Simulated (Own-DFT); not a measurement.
# What a defect does to the pressure of its cell: zincblende GaAs

Everything here is calculated. The program is Own-DFT (plane waves, in-house, since retired, never reviewed by a person); positions were held fixed, and spin and spin-orbit coupling were off.

All runs used: PBE; PseudoDojo norm-conserving scalar-relativistic files; cutoff 42 hartree; 3 x 3 x 3 k mesh centred on Gamma; Fermi-Dirac smearing of 0.1 eV.

Caveats (not all hold for every row): not probed for a lower state with spin; forces not confirmed at this smearing and k mesh; stress not checked against mesh or cutoff.

All runs share one cell, with vectors in Å (10.862, 0.000, 0.000); (0.000, 10.862, 0.000); (0.000, 0.000, 11.796) and a volume of 1391.7 Å³, strained against the parent crystal. Atoms were moved at random from their sites; u is the rms move along one axis. The defect's site can differ from row to row.

```
cell,formula,u (Å),P (GPa)
no defect,As32Ga32,0.0312,6.69
no defect,As32Ga32,0.0335,6.76
no defect,As32Ga32,0.0499,7.04
one In on a Ga site,As32Ga31In,0.0278,7.38
one In on a Ga site,As32Ga31In,0.0292,7.38
one In on a Ga site,As32Ga31In,0.0293,7.41
one P on an As site,As31Ga32P,0.0301,6.37
one P on an As site,As31Ga32P,0.0306,6.34
one P on an As site,As31Ga32P,0.0484,6.76
one Al on a Ga site,AlAs32Ga31,0.0286,6.61
one Al on a Ga site,AlAs32Ga31,0.0303,6.67
one Al on a Ga site,AlAs32Ga31,0.0426,6.82
one As vacancy and one Ga vacancy,As31Ga31,0.0280,5.95
one As vacancy and one Ga vacancy,As31Ga31,0.0305,5.86
one As vacancy and one Ga vacancy,As31Ga31,0.0479,?
one As vacancy and one Ga vacancy,As31Ga31,0.0486,6.24
```

## Fit

P = P0 + c u² + a shift for each defect gives P0 = 6.47 GPa, c = 232 ± 19 GPa/Å² and a scatter of 0.04 GPa. The shifts, and each times the cell's volume:

- one In on a Ga site: 0.72 ± 0.04 GPa, 6.3 eV
- one Al on a Ga site: -0.05 ± 0.04 GPa, -0.4 eV (not resolved)
- one P on an As site: -0.31 ± 0.03 GPa, -2.7 eV
- one As vacancy and one Ga vacancy: -0.77 ± 0.04 GPa, -6.7 eV

Positive is outwards. The product with the volume (160.2 GPa Å³ to the eV) is nearly free of the cell's size; divided by the bulk modulus at the cell's pressure it gives the volume that the defect adds. The atoms around the defects weren't relaxed, which would change these numbers.

## Check

Question: what pressure belongs in the blank (one As vacancy and one Ga vacancy, u = 0.0479 Å)?

The fit gives 6.23 ± 0.05 GPa. The hidden result is 6.29 GPa.
